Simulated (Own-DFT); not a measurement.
# How strain changes the stress of C40 NbSi2, 36 atoms (Nb12Si24)

These are calculations, not measurements. The program, named Own-DFT, is a retired in-house plane-wave density functional code that no person has reviewed. Each row is one single-point run on a periodic cell that was not relaxed, without spin or spin-orbit coupling.

Settings of every run: PBE; PseudoDojo norm-conserving scalar-relativistic files; cutoff 42 hartree; 4 x 4 x 5 k mesh centred on Gamma; cold (Marzari-Vanderbilt) smearing of 0.2 eV.

Known limits: forces on such cells failed a check on a denser k mesh; stress not checked against mesh or cutoff.

Unstrained cell vectors in Å: (0.000, 8.324, 0.000); (-9.613, 0.000, 0.000); (0.000, 0.000, 6.586). The unstrained cell was taken from the Materials Project. The random moves and any unrelaxed bonds add to the pressure at no strain. Each run strains this cell uniformly, with the atoms carried along. Every atom was also moved at random, by a Gaussian of width 0.05 Å on each axis. Strain is the symmetric tensor, in per cent. Stress is positive in tension, and the pressure is minus a third of its trace.

| run | e_xx (%) | e_yy (%) | e_zz (%) | e_yz (%) | e_xz (%) | e_xy (%) | s_xx (GPa) | s_yy (GPa) | s_zz (GPa) | s_yz (GPa) | s_xz (GPa) | s_xy (GPa) | P (GPa) | E (meV/atom) |
|---|---|---|---|---|---|---|---|---|---|---|---|---|---|---|
| 1 | -1.67 | 0.05 | 0.35 | 1.62 | 1.57 | 1.64 | -9.42 | -3.46 | -4.51 | 4.32 | 5.70 | 5.22 | 5.80 | 49.5 |
| 2 | 0.21 | 0.44 | 1.93 | 0.91 | -0.08 | 1.75 | -0.13 | 0.75 | 4.70 | 2.36 | -0.12 | 4.82 | -1.77 | 20.9 |
| 3 | -0.09 | -0.61 | -1.70 | 1.37 | 0.54 | -0.60 | -4.46 | -5.99 | -12.53 | 4.26 | 2.10 | -2.00 | 7.66 | 20.9 |
| 4 | -1.63 | 0.91 | 0.89 | 1.41 | -0.68 | 1.09 | -7.08 | 0.54 | -0.22 | 4.50 | -1.93 | 3.49 | 2.25 | 14.5 |
| 5 | -1.55 | 0.87 | -0.47 | -1.37 | 1.53 | 1.48 | -8.64 | -0.67 | -7.25 | -4.48 | 5.25 | 4.99 | 5.52 | 37.5 |
| 6 | 0.90 | 0.56 | -0.88 | 0.73 | 1.68 | 0.32 | -0.15 | 0.23 | -7.89 | 2.04 | 5.09 | 1.23 | 2.60 | 31.5 |
| 7 | -1.00 | -0.10 | 0.44 | -1.11 | -0.07 | 1.35 | -7.01 | -3.53 | -2.53 | -4.00 | 0.41 | 4.32 | 4.35 | 30.5 |
| 8 | 0.10 | -0.43 | 0.12 | 0.82 | -0.79 | -0.83 | -1.97 | -4.15 | -3.12 | 2.07 | -2.75 | -2.00 | 3.08 | 14.1 |
| 9 | -1.30 | 0.23 | -0.80 | -0.93 | 0.10 | 0.05 | -8.12 | -2.90 | -8.48 | -3.63 | 0.11 | 0.01 | 6.50 | 23.0 |
| 10 | 0.91 | -0.80 | -1.09 | 1.34 | -1.78 | 1.54 | -2.28 | -5.82 | -10.35 | 4.60 | -7.15 | 4.73 | 6.15 | 58.3 |
| 11 | -0.54 | 1.82 | 0.49 | -0.26 | -0.86 | -1.73 | -3.26 | 4.47 | -0.54 | -0.54 | -3.24 | -5.21 | -0.22 | 12.9 |
| 12 | -0.04 | 0.21 | -0.84 | 1.61 | 1.39 | -1.00 | -3.50 | -2.25 | -8.37 | 5.00 | 5.50 | -3.07 | 4.71 | 33.8 |
| 13 | 1.25 | -0.33 | 0.69 | -0.88 | -1.05 | -0.73 | 2.42 | -1.26 | 0.34 | -2.98 | -2.82 | -1.87 | -0.50 | 0.0 |
| 14 | -0.16 | 0.10 | 1.56 | 0.99 | 0.05 | 1.75 | -1.95 | -1.39 | 3.40 | 2.97 | -0.40 | 5.12 | -0.02 | 18.9 |
| 15 | -1.17 | -1.91 | 0.89 | -1.76 | 0.65 | 0.05 | -7.05 | -9.74 | -2.79 | -6.08 | 2.23 | 0.24 | 6.53 | 26.3 |
| 16 | -0.34 | 1.37 | -1.01 | 1.03 | -1.09 | -0.50 | ? | ? | ? | ? | ? | ? | ? | ? |

E is the free energy for each atom above the lowest run shown.

## Worked fit

Each stress component was fitted by least squares to a constant and the strains of the runs shown, as fractions, with shears doubled. Shear strains stay in the fit of a normal stress only where such slopes are resolved. The slopes, in GPa:

| stress | at no strain | per e_xx | per e_yy | per e_zz | scatter |
|---|---|---|---|---|---|
| s_xx | -2.9 | 366 ± 17 | 58 ± 20 | 95 ± 16 | 0.62 |
| s_yy | -2.3 | 88 ± 10 | 382 ± 11 | 71 ± 9 | 0.36 |
| s_zz | -4.3 | 72 ± 18 | 86 ± 20 | 479 ± 16 | 0.63 |

Each shear stress against twice its own strain: yz 159 ± 4, xz 177 ± 9, xy 151 ± 4 GPa. These are stiffnesses along x, y and z of the frame in which the cell vectors are given, which need not be the crystal's axes. The atoms are held to the strained lattice; where symmetry lets them move under strain, relaxing them would lower some slopes. The table should be nearly symmetric about its diagonal, and what it lacks of that shows the noise. A ninth of its sum, 189 ± 9 GPa, estimates the bulk modulus near the mean pressure of these runs, 3.5 GPa, so it lies above the value at zero pressure.

## Withheld run

Question: what normal stresses and pressure should run 16 give?

The fit gives s_xx = -4.3, s_yy = 1.9, s_zz = -8.2 and P = 3.5 GPa. The calculation gave -3.51, 0.93, -7.06 and P = 3.21 GPa.
